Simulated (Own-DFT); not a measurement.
# Which defects push the lattice out? C40 NbSi2

Source: density functional calculations with Own-DFT, an unreviewed in-house program that is no longer used. Nothing was measured or relaxed, and spin and spin-orbit coupling are left out.

Settings: PBE; PseudoDojo norm-conserving scalar-relativistic files; cutoff 42 hartree; 4 x 4 x 5 k mesh centred on Gamma; cold (Marzari-Vanderbilt) smearing of 0.2 eV.

Keep in mind: forces on such cells failed a check on a denser k mesh; stress not checked against mesh or cutoff.

All runs share one cell, with vectors in Å (0.000, 8.324, 0.000); (-9.613, 0.000, 0.000); (0.000, 0.000, 6.586) and a volume of 527.0 Å³. The atoms are randomly displaced, by u rms on each axis. The defect's site can differ from row to row.

```
                    cell   formula   u (Å)  P (GPa)
               no defect  Nb12Si24  0.0183     1.46
               no defect  Nb12Si24  0.0471     2.55
               no defect  Nb12Si24  0.0491     2.56
          one Si vacancy  Nb12Si23  0.0293     1.05
          one Si vacancy  Nb12Si23  0.0450     1.61
          one Si vacancy  Nb12Si23  0.0480     2.02
two Nb on a Si site each  Nb14Si22  0.0294     7.70
two Nb on a Si site each  Nb14Si22  0.0294     7.58
two Nb on a Si site each  Nb14Si22  0.0491        ?
two Nb on a Si site each  Nb14Si22  0.0536     8.86
two Si on a Nb site each  Nb10Si26  0.0263     1.83
two Si on a Nb site each  Nb10Si26  0.0532     2.74
two Si on a Nb site each  Nb10Si26  0.0558     2.46
```

## What the rows give

P = P0 + c u² + a shift for each defect gives P0 = 1.38 GPa, c = 493 ± 62 GPa/Å² and a scatter of 0.20 GPa. The shifts, and each times the cell's volume:

- two Nb on a Si site each: 5.91 ± 0.16 GPa, 19.4 eV (9.7 eV for each of its 2 sites)
- two Si on a Nb site each: -0.12 ± 0.16 GPa, -0.4 eV (-0.2 eV for each of its 2 sites) (not resolved)
- one Si vacancy: -0.67 ± 0.16 GPa, -2.2 eV

Against the defect-free cell, a freed cell would be larger where the shift is positive and smaller where it is negative (160.2 GPa Å³ is 1 eV). The atoms around the defects weren't relaxed, which would change these numbers.

## The run left out

Question: what pressure belongs in the blank (two Nb on a Si site each, u = 0.0491 Å)?

The fit gives 8.48 ± 0.23 GPa. The calculation gave 8.49 GPa.
